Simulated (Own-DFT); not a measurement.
# Computed records: Si$_{3}$N$_{4}$ (beta silicon nitride, strained, atoms displaced)

Computed with Own-DFT development build. A calculation, not a measurement: plane-wave PBE density functional theory by an unreviewed code, no spin, of a simulated periodic cell, stress positive in tension, free energy of the whole cell less one offset for each atom, forces on such cells passed a denser k mesh, this cell's mesh not checked; offsets are fitted by least squares, one for each functional and potential file, so energies compare only between cells with the same atoms and settings and are not formation energies; the far tail of each file's local potential was reset to the Coulomb form; each entry is a single point on an unrelaxed cell, so the pressure reflects the starting lattice, mostly measured values (interpolated for alloys), from which strain is counted, and rises with the displacements; printed positions are rounded, which can move forces by about a meV/angstrom; the program, named Own-DFT, is a retired in-house code; no spin-orbit coupling; before rounding, a Quantum ESPRESSO 7.3.1 run of the same cell and cutoff gave forces within 1 meV/angstrom rms on each cell, which checks the program and not the settings.

Common to all runs: functional PBE; potential files PseudoDojo norm-conserving, scalar-relativistic, standard set; wave cutoff 42 hartree; occupations Fermi-Dirac; smearing width 0.1 eV; k mesh 3 x 3 x 3 centred on Gamma.

```json
{"entry": 1, "formula": "Si3N4", "kind": "beta silicon nitride, strained, atoms displaced", "structure": {"cell_angstrom": [[7.745, -0.1214, 0.0485], [-3.9776, 6.7471, -0.0694], [0.0556, -0.0598, 8.5708]], "atoms_fractional": [["Si", 0.18722, 0.77173, 0.07885], ["Si", 0.23139, 0.40935, 0.08419], ["Si", 0.59913, 0.82854, 0.0852], ["Si", 0.83123, 0.22319, 0.24426], ["Si", 0.7591, 0.59509, 0.26269], ["Si", 0.40459, 0.16716, 0.25428], ["N", 0.33599, 0.0373, 0.08517], ["N", 0.97246, 0.30181, 0.07688], ["N", 0.70475, 0.67267, 0.08692], ["N", 0.67046, 0.96636, 0.24992], ["N", 0.03122, 0.69651, 0.25129], ["N", 0.29911, 0.33487, 0.25728], ["N", 0.32863, 0.66571, 0.08346], ["N", 0.6772, 0.34444, 0.25208], ["Si", 0.18315, 0.7781, 0.42603], ["Si", 0.22749, 0.38863, 0.42099], ["Si", 0.59241, 0.82902, 0.42089], ["Si", 0.83497, 0.23747, 0.57794], ["Si", 0.76098, 0.59635, 0.58759], ["Si", 0.39673, 0.18563, 0.58045], ["N", 0.34862, 0.04283, 0.41782], ["N", 0.96589, 0.29066, 0.41719], ["N", 0.70345, 0.66358, 0.41581], ["N", 0.66937, 0.97319, 0.58154], ["N", 0.02195, 0.69801, 0.59217], ["N", 0.30058, 0.3384, 0.57613], ["N", 0.33914, 0.66412, 0.41829], ["N", 0.67376, 0.32426, 0.59209], ["Si", 0.17972, 0.76746, 0.74136], ["Si", 0.23642, 0.40224, 0.75197], ["Si", 0.59741, 0.82328, 0.7494], ["Si", 0.8344, 0.22901, 0.91597], ["Si", 0.76879, 0.60232, 0.91752], ["Si", 0.41362, 0.18199, 0.91306], ["N", 0.33463, 0.02632, 0.76049], ["N", 0.97155, 0.30862, 0.75328], ["N", 0.69917, 0.68563, 0.75263], ["N", 0.67224, 0.96672, 0.91372], ["N", 0.02856, 0.70008, 0.91595], ["N", 0.29242, 0.33416, 0.9162], ["N", 0.34909, 0.67809, 0.75543], ["N", 0.67071, 0.33742, 0.91283]]}, "results": {"free_energy_of_cell_above_offsets [eV]": "-2.368", "pressure [GPa]": 5.38, "stress_xx [GPa]": 1.88, "stress_yy [GPa]": 2.37, "stress_zz [GPa]": -20.4, "stress_yz [GPa]": -4.23, "stress_xz [GPa]": 2.37, "stress_xy [GPa]": -4.21, "force_element": ["Si", "Si", "Si", "Si", "Si", "Si", "N", "N", "N", "N", "N", "N", "N", "N", "Si", "Si", "Si", "Si", "Si", "Si", "N", "N", "N", "N", "N", "N", "N", "N", "Si", "Si", "Si", "Si", "Si", "Si", "N", "N", "N", "N", "N", "N", "N", "N"], "force_x [eV/angstrom]": [-2.969, 0.219, -0.038, -2.774, 5.2, 0.641, -0.047, 0.817, -1.635, 0.154, 0.547, 1.982, 2.183, -0.166, -0.106, -4.229, 1.093, -2.309, 1.631, 4.478, -1.089, 2.271, -4.512, 0.788, 0.769, 2.475, -1.833, -3.76, 0.66, -2.886, -1.317, -3.674, 1.634, -0.281, -1.186, 2.295, 3.001, 0.292, 1.01, 3.14, -2.745, 0.272], "force_y [eV/angstrom]": [-0.172, 0.675, -2.012, 1.858, -1.642, 4.097, -0.984, -0.155, 0.717, 0.985, 1.083, -1.752, 0.291, -2.7, -2.113, 4.314, -1.314, -1.498, -1.991, -1.007, -2.885, 0.937, 3.063, 0.58, 0.73, -1.797, -0.549, 2.535, -0.191, 2.883, 2.882, -0.298, -1.276, 0.436, 0.727, 0.388, -2.657, 1.536, 0.483, -1.691, -3.178, 0.662], "force_z [eV/angstrom]": [1.008, 1.189, -1.573, 0.877, -6.495, -2.126, -1.037, 1.888, 0.714, 0.807, 0.866, -2.935, 0.054, 0.024, -2.491, -2.987, -0.798, 3.067, 0.127, 2.599, 1.568, -1.882, 5.306, 1.124, -2.403, 4.289, 0.494, -0.573, 4.072, -0.207, -0.764, -0.703, 0.249, 2.186, -3.829, -2.287, -0.243, 1.594, -0.614, 0.343, -0.796, 0.296]}}
{"entry": 2, "formula": "Si3N4", "kind": "beta silicon nitride, strained, atoms displaced", "structure": {"cell_angstrom": [[7.488, 0.0143, -0.1425], [-3.7316, 6.6243, 0.1661], [-0.1635, 0.1257, 8.7364]], "atoms_fractional": [["Si", 0.16494, 0.76994, 0.08543], ["Si", 0.22949, 0.40616, 0.08267], ["Si", 0.59425, 0.83113, 0.08149], ["Si", 0.82075, 0.21983, 0.25437], ["Si", 0.75694, 0.58658, 0.24497], ["Si", 0.41055, 0.18278, 0.25178], ["N", 0.32599, 0.0282, 0.09104], ["N", 0.97006, 0.30961, 0.08665], ["N", 0.69277, 0.66081, 0.06831], ["N", 0.68296, 0.97594, 0.25494], ["N", 0.0341, 0.6904, 0.23888], ["N", 0.29558, 0.32467, 0.24143], ["N", 0.34252, 0.66306, 0.0859], ["N", 0.65294, 0.32512, 0.25928], ["Si", 0.17005, 0.76618, 0.41575], ["Si", 0.23124, 0.39755, 0.42328], ["Si", 0.59073, 0.8259, 0.41334], ["Si", 0.83593, 0.23625, 0.57656], ["Si", 0.75352, 0.59581, 0.58387], ["Si", 0.39827, 0.17907, 0.57808], ["N", 0.3169, 0.02671, 0.41855], ["N", 0.96319, 0.30535, 0.41064], ["N", 0.69441, 0.66571, 0.41684], ["N", 0.67803, 0.96302, 0.57912], ["N", 0.02596, 0.69487, 0.57378], ["N", 0.29116, 0.33259, 0.57551], ["N", 0.33584, 0.65886, 0.42249], ["N", 0.66905, 0.3296, 0.59629], ["Si", 0.17973, 0.77247, 0.7428], ["Si", 0.24547, 0.41131, 0.74903], ["Si", 0.58458, 0.81739, 0.74446], ["Si", 0.82901, 0.2293, 0.91717], ["Si", 0.77459, 0.59417, 0.9084], ["Si", 0.41975, 0.17449, 0.91725], ["N", 0.3254, 0.02616, 0.754], ["N", 0.95604, 0.28617, 0.7531], ["N", 0.70801, 0.67245, 0.76014], ["N", 0.67249, 0.96815, 0.92084], ["N", 0.03597, 0.70641, 0.92061], ["N", 0.31013, 0.34568, 0.92735], ["N", 0.34832, 0.66656, 0.75222], ["N", 0.65501, 0.33531, 0.91979]]}, "results": {"free_energy_of_cell_above_offsets [eV]": "-1.744", "pressure [GPa]": 10.83, "stress_xx [GPa]": -11.98, "stress_yy [GPa]": -9.05, "stress_zz [GPa]": -11.46, "stress_yz [GPa]": 7.06, "stress_xz [GPa]": -6.8, "stress_xy [GPa]": -2.69, "force_element": ["Si", "Si", "Si", "Si", "Si", "Si", "N", "N", "N", "N", "N", "N", "N", "N", "Si", "Si", "Si", "Si", "Si", "Si", "N", "N", "N", "N", "N", "N", "N", "N", "Si", "Si", "Si", "Si", "Si", "Si", "N", "N", "N", "N", "N", "N", "N", "N"], "force_x [eV/angstrom]": [4.391, -0.389, 1.032, -1.072, 0.948, -2.482, 0.584, -0.99, 0.225, -0.419, -3.347, -0.633, -2.901, 3.96, 0.937, -3.739, 0.373, -1.887, 3.134, 2.663, 0.272, 2.621, -0.252, -0.334, -0.499, 3.454, -1.657, -2.398, -0.714, -2.119, 4.506, -1.789, 1.156, -4.86, -0.086, 3.717, -2.626, -0.4, 0.115, 1.292, -5.394, 5.606], "force_y [eV/angstrom]": [1.042, 1.419, -1.761, 3.369, 0.338, -3.902, 0.603, -1.062, 0.8, -3.112, -1.146, 0.376, 1.339, 2.186, -0.48, 2.833, -0.438, -1.895, -1.357, -1.776, 0.704, 0.877, 0.02, 1.262, -0.09, -2.099, 0.625, 0.696, -1.317, -1.43, 4.414, -0.245, -1.28, -2.393, 1.678, 2.211, 1.2, 1.188, -0.728, -2.101, -2.058, 1.49], "force_z [eV/angstrom]": [-1.327, -0.313, 1.04, -2.62, -0.35, -0.817, -0.92, -0.137, 2.426, -1.87, 4.547, 4.261, 0.243, -0.195, -1.595, -8.956, 0.992, 1.722, 1.578, 1.38, 0.092, 1.743, -2.405, -0.144, 2.327, 7.011, -0.232, -1.054, 1.432, 1.964, 1.666, 0.99, 5.202, 1.583, -1.218, -1.581, -6.417, -2.632, -3.353, -3.205, -0.524, -0.332]}}
{"entry": 3, "formula": "Si3N4", "kind": "beta silicon nitride, strained, atoms displaced", "structure": {"cell_angstrom": [[7.4646, 0.073, 0.0086], [-3.6691, 6.4584, 0.0015], [0.0099, 0.0077, 8.762]], "atoms_fractional": [["Si", 0.18489, 0.77137, 0.0902], ["Si", 0.24861, 0.4053, 0.08867], ["Si", 0.61548, 0.8261, 0.08571], ["Si", 0.81745, 0.23431, 0.23879], ["Si", 0.77102, 0.61736, 0.25247], ["Si", 0.40645, 0.18232, 0.24696], ["N", 0.32701, 0.03615, 0.08415], ["N", 0.97145, 0.30723, 0.07527], ["N", 0.6971, 0.65277, 0.08454], ["N", 0.6637, 0.96685, 0.26507], ["N", 0.03827, 0.70814, 0.25542], ["N", 0.31042, 0.34132, 0.25298], ["N", 0.3193, 0.66047, 0.08015], ["N", 0.65532, 0.33425, 0.26161], ["Si", 0.17422, 0.76465, 0.41295], ["Si", 0.22496, 0.39347, 0.4162], ["Si", 0.61228, 0.83475, 0.40828], ["Si", 0.83863, 0.24622, 0.58325], ["Si", 0.76536, 0.59269, 0.58686], ["Si", 0.39876, 0.16993, 0.57548], ["N", 0.33296, 0.02356, 0.41845], ["N", 0.96858, 0.30008, 0.42123], ["N", 0.71541, 0.67945, 0.41474], ["N", 0.6682, 0.96484, 0.58128], ["N", 0.03842, 0.70109, 0.58361], ["N", 0.30238, 0.32598, 0.58785], ["N", 0.32931, 0.66652, 0.41919], ["N", 0.66724, 0.34817, 0.58164], ["Si", 0.17835, 0.77486, 0.75405], ["Si", 0.22628, 0.38942, 0.74815], ["Si", 0.60416, 0.82269, 0.74177], ["Si", 0.84111, 0.23462, 0.91508], ["Si", 0.7665, 0.60389, 0.91938], ["Si", 0.40949, 0.18312, 0.91371], ["N", 0.34513, 0.02918, 0.75665], ["N", 0.96525, 0.29173, 0.7451], ["N", 0.70476, 0.67112, 0.76141], ["N", 0.68006, 0.98156, 0.91542], ["N", 0.03984, 0.70346, 0.9175], ["N", 0.2933, 0.33527, 0.91771], ["N", 0.32936, 0.67255, 0.74784], ["N", 0.65954, 0.32358, 0.91157]]}, "results": {"free_energy_of_cell_above_offsets [eV]": "-0.092", "pressure [GPa]": 17.0, "stress_xx [GPa]": -19.39, "stress_yy [GPa]": -14.57, "stress_zz [GPa]": -17.02, "stress_yz [GPa]": 0.63, "stress_xz [GPa]": 0.33, "stress_xy [GPa]": 8.39, "force_element": ["Si", "Si", "Si", "Si", "Si", "Si", "N", "N", "N", "N", "N", "N", "N", "N", "Si", "Si", "Si", "Si", "Si", "Si", "N", "N", "N", "N", "N", "N", "N", "N", "Si", "Si", "Si", "Si", "Si", "Si", "N", "N", "N", "N", "N", "N", "N", "N"], "force_x [eV/angstrom]": [-3.989, -4.4, -5.285, 0.663, 5.168, 1.181, 0.022, 1.631, -2.058, 0.801, -2.671, -0.584, 7.161, 2.247, -0.051, -0.765, -3.591, -3.417, 1.996, 3.764, -0.697, 0.27, -1.324, 0.821, -2.347, -1.595, 4.044, 0.869, -0.714, -2.042, -4.728, -3.218, 5.786, 0.003, -1.267, 1.787, -0.097, 0.879, -2.7, 2.063, 4.454, 1.931], "force_y [eV/angstrom]": [1.293, 1.381, 1.633, 0.828, -4.1, -3.49, 0.403, -0.055, 1.723, 4.003, -0.963, -0.319, 0.187, 2.374, 0.49, 3.381, -4.248, -2.538, 3.33, -1.142, 1.821, -0.393, 0.466, 2.145, -0.385, 0.69, -1.519, -4.713, -0.351, 4.271, 1.447, 0.356, -3.553, -2.312, 1.879, 0.765, -0.151, -3.91, -0.586, -1.219, -2.743, 3.822], "force_z [eV/angstrom]": [-1.495, -1.426, -1.228, 2.111, 0.393, 1.239, -0.04, 3.356, 0.644, -9.098, -2.397, 0.383, 0.56, -0.967, 2.822, 1.614, 8.044, -0.311, 0.113, 2.714, -1.915, -3.332, 2.323, -0.774, 0.552, -1.892, -0.641, -0.087, -1.047, 0.409, 1.869, -1.283, -0.565, 0.478, -2.03, 1.093, -3.418, 1.013, 1.635, -0.095, 0.036, 0.642]}}
{"entry": 4, "formula": "Si3N4", "kind": "beta silicon nitride, strained, atoms displaced", "structure": {"cell_angstrom": [[7.653, 0.0978, -0.0494], [-3.7418, 6.4513, -0.0135], [-0.0567, -0.0507, 8.7964]], "atoms_fractional": [["Si", 0.17298, 0.76977, 0.07792], ["Si", 0.22153, 0.3981, 0.09298], ["Si", 0.59451, 0.8306, 0.07838], ["Si", 0.8084, 0.22192, 0.25278], ["Si", 0.77401, 0.59801, 0.2476], ["Si", 0.40369, 0.18094, 0.24358], ["N", 0.33389, 0.03684, 0.07769], ["N", 0.97725, 0.30735, 0.08811], ["N", 0.69807, 0.66579, 0.09205], ["N", 0.66893, 0.96544, 0.24196], ["N", 0.04224, 0.70955, 0.24346], ["N", 0.29114, 0.32944, 0.24848], ["N", 0.32422, 0.66748, 0.09336], ["N", 0.65801, 0.33055, 0.25084], ["Si", 0.16396, 0.7621, 0.42927], ["Si", 0.21683, 0.39777, 0.41308], ["Si", 0.60105, 0.83479, 0.4177], ["Si", 0.83962, 0.23833, 0.58476], ["Si", 0.76121, 0.60619, 0.58524], ["Si", 0.4135, 0.1659, 0.57992], ["N", 0.32992, 0.03548, 0.42536], ["N", 0.96977, 0.29161, 0.42168], ["N", 0.6916, 0.65012, 0.41929], ["N", 0.66151, 0.96556, 0.58406], ["N", 0.027, 0.70542, 0.5866], ["N", 0.29177, 0.32475, 0.57959], ["N", 0.32706, 0.66299, 0.41448], ["N", 0.66726, 0.3446, 0.58548], ["Si", 0.16951, 0.77102, 0.7542], ["Si", 0.22032, 0.40002, 0.75322], ["Si", 0.60383, 0.83861, 0.74578], ["Si", 0.8109, 0.21222, 0.91781], ["Si", 0.76951, 0.5961, 0.91511], ["Si", 0.4052, 0.17149, 0.9206], ["N", 0.33639, 0.02671, 0.74564], ["N", 0.97244, 0.29145, 0.75182], ["N", 0.69768, 0.66663, 0.74872], ["N", 0.66295, 0.98005, 0.91363], ["N", 0.03666, 0.70082, 0.91925], ["N", 0.30456, 0.33036, 0.91217], ["N", 0.34577, 0.68429, 0.74921], ["N", 0.65842, 0.33404, 0.91671]]}, "results": {"free_energy_of_cell_above_offsets [eV]": "-2.715", "pressure [GPa]": 7.84, "stress_xx [GPa]": -3.75, "stress_yy [GPa]": -12.07, "stress_zz [GPa]": -7.7, "stress_yz [GPa]": -1.29, "stress_xz [GPa]": -3.28, "stress_xy [GPa]": 1.57, "force_element": ["Si", "Si", "Si", "Si", "Si", "Si", "N", "N", "N", "N", "N", "N", "N", "N", "Si", "Si", "Si", "Si", "Si", "Si", "N", "N", "N", "N", "N", "N", "N", "N", "Si", "Si", "Si", "Si", "Si", "Si", "N", "N", "N", "N", "N", "N", "N", "N"], "force_x [eV/angstrom]": [0.868, 1.054, -1.442, 2.257, 1.546, -0.086, -0.056, -4.14, -1.082, -0.013, -2.617, 1.275, 3.13, 0.915, 1.809, 3.015, -1.414, -3.125, 3.2, -1.686, 0.127, -2.695, -2.218, 0.985, -1.396, 0.127, 0.615, 2.509, 2.071, 3.63, -1.68, 1.5, 0.282, -0.219, -0.364, -2.467, -1.186, 0.157, -2.882, -1.778, -1.067, 2.54], "force_y [eV/angstrom]": [0.804, 2.262, -3.103, 2.523, -0.088, -1.52, -1.528, -2.8, 1.364, 0.142, -0.94, -1.031, 0.255, 0.411, 1.695, 1.348, -3.748, -0.136, -2.183, 3.659, -2.456, -1.068, 3.188, 3.117, -0.803, -0.145, 1.051, -1.825, 0.021, 2.273, -3.064, 9.602, -0.303, 1.027, 1.254, -0.985, 2.131, -6.905, -0.875, 0.496, -2.727, -0.389], "force_z [eV/angstrom]": [2.264, -3.973, 0.072, -0.61, 1.898, 2.364, 1.841, -0.39, -3.68, 2.271, 2.112, 1.516, -1.11, -0.188, -3.186, 1.775, -1.464, 0.358, 0.054, 3.106, -4.968, -1.78, -2.549, -1.161, 0.991, 0.933, 0.378, 0.086, -1.009, -1.578, 1.133, 0.568, 1.06, -3.539, 1.546, 1.208, 1.966, 0.635, -1.703, 2.14, 0.458, 0.155]}}
{"entry": 5, "formula": "Si3N4", "kind": "beta silicon nitride, strained, atoms displaced", "structure": {"cell_angstrom": [[7.578, -0.0482, -0.0231], [-3.8307, 6.7422, 0.1357], [-0.0265, 0.1645, 8.8161]], "atoms_fractional": [["Si", 0.16102, 0.76286, 0.08325], ["Si", 0.21406, 0.40832, 0.08154], ["Si", 0.59655, 0.81683, 0.08274], ["Si", 0.82966, 0.23828, 0.25689], ["Si", 0.76441, 0.5927, 0.24232], ["Si", 0.40748, 0.17303, 0.25074], ["N", 0.33051, 0.04227, 0.0861], ["N", 0.96371, 0.29278, 0.0776], ["N", 0.69694, 0.6694, 0.08835], ["N", 0.66504, 0.96492, 0.24496], ["N", 0.0354, 0.69809, 0.24776], ["N", 0.30312, 0.33181, 0.25149], ["N", 0.33403, 0.66939, 0.09215], ["N", 0.66735, 0.32586, 0.25189], ["Si", 0.16532, 0.76695, 0.42254], ["Si", 0.2323, 0.40655, 0.42213], ["Si", 0.60256, 0.83905, 0.41631], ["Si", 0.82463, 0.24151, 0.58028], ["Si", 0.77675, 0.60061, 0.57626], ["Si", 0.41353, 0.17103, 0.58421], ["N", 0.3396, 0.03748, 0.41558], ["N", 0.97411, 0.30657, 0.42349], ["N", 0.70931, 0.6686, 0.41686], ["N", 0.68, 0.97404, 0.58856], ["N", 0.03798, 0.69318, 0.59321], ["N", 0.30763, 0.33492, 0.587], ["N", 0.33454, 0.66678, 0.41054], ["N", 0.66732, 0.34087, 0.58584], ["Si", 0.17024, 0.76548, 0.75071], ["Si", 0.23528, 0.41045, 0.73725], ["Si", 0.5932, 0.82069, 0.75592], ["Si", 0.81955, 0.21871, 0.91869], ["Si", 0.77141, 0.59578, 0.92284], ["Si", 0.39836, 0.17296, 0.92012], ["N", 0.32513, 0.03002, 0.74953], ["N", 0.96757, 0.2995, 0.74212], ["N", 0.70688, 0.67354, 0.75032], ["N", 0.66877, 0.96898, 0.9172], ["N", 0.03433, 0.70273, 0.92481], ["N", 0.31459, 0.33313, 0.91441], ["N", 0.32457, 0.65465, 0.75296], ["N", 0.6621, 0.31763, 0.91122]]}, "results": {"free_energy_of_cell_above_offsets [eV]": "-4.209", "pressure [GPa]": 0.98, "stress_xx [GPa]": -5.52, "stress_yy [GPa]": 4.49, "stress_zz [GPa]": -1.9, "stress_yz [GPa]": 5.23, "stress_xz [GPa]": -2.18, "stress_xy [GPa]": -1.81, "force_element": ["Si", "Si", "Si", "Si", "Si", "Si", "N", "N", "N", "N", "N", "N", "N", "N", "Si", "Si", "Si", "Si", "Si", "Si", "N", "N", "N", "N", "N", "N", "N", "N", "Si", "Si", "Si", "Si", "Si", "Si", "N", "N", "N", "N", "N", "N", "N", "N"], "force_x [eV/angstrom]": [4.253, 5.231, -2.846, 0.795, 1.55, -1.288, -0.289, -1.156, 1.334, 0.9, -2.431, -1.179, -0.88, -0.739, 3.05, 1.868, -0.164, 0.234, -0.571, -1.716, -0.58, -0.681, -1.467, -0.599, -2.062, 0.884, -0.324, 0.68, 2.013, -0.014, -0.236, -0.129, -0.594, 1.399, 0.08, 0.396, 0.552, 0.384, -1.526, -4.12, 0.315, -0.324], "force_y [eV/angstrom]": [3.401, 0.472, 2.017, -2.052, -1.502, 0.786, -3.349, -0.268, -0.774, 2.024, -0.854, 0.386, -0.74, 2.485, 0.977, 0.974, -2.124, -1.478, -1.152, 0.852, -2.341, -0.41, 1.515, -0.151, -0.445, -0.828, 0.593, 0.107, 1.355, -1.952, 0.299, 1.408, -2.526, -0.262, -1.355, 0.067, -0.149, -2.24, -0.765, 2.27, 2.956, 2.774], "force_z [eV/angstrom]": [1.306, -0.185, 0.727, -1.47, 3.837, -1.176, 0.683, 1.679, -2.434, 0.219, 2.023, 0.114, -1.049, -0.17, -1.633, -1.608, 0.96, 1.983, 3.255, -0.258, 1.843, -2.08, -2.069, -1.3, -2.248, -1.755, 1.072, -0.542, 2.157, 3.306, -0.85, -2.347, -1.721, -1.36, 0.837, 1.635, 0.088, -0.05, -2.189, -0.059, 0.127, 0.703]}}
```
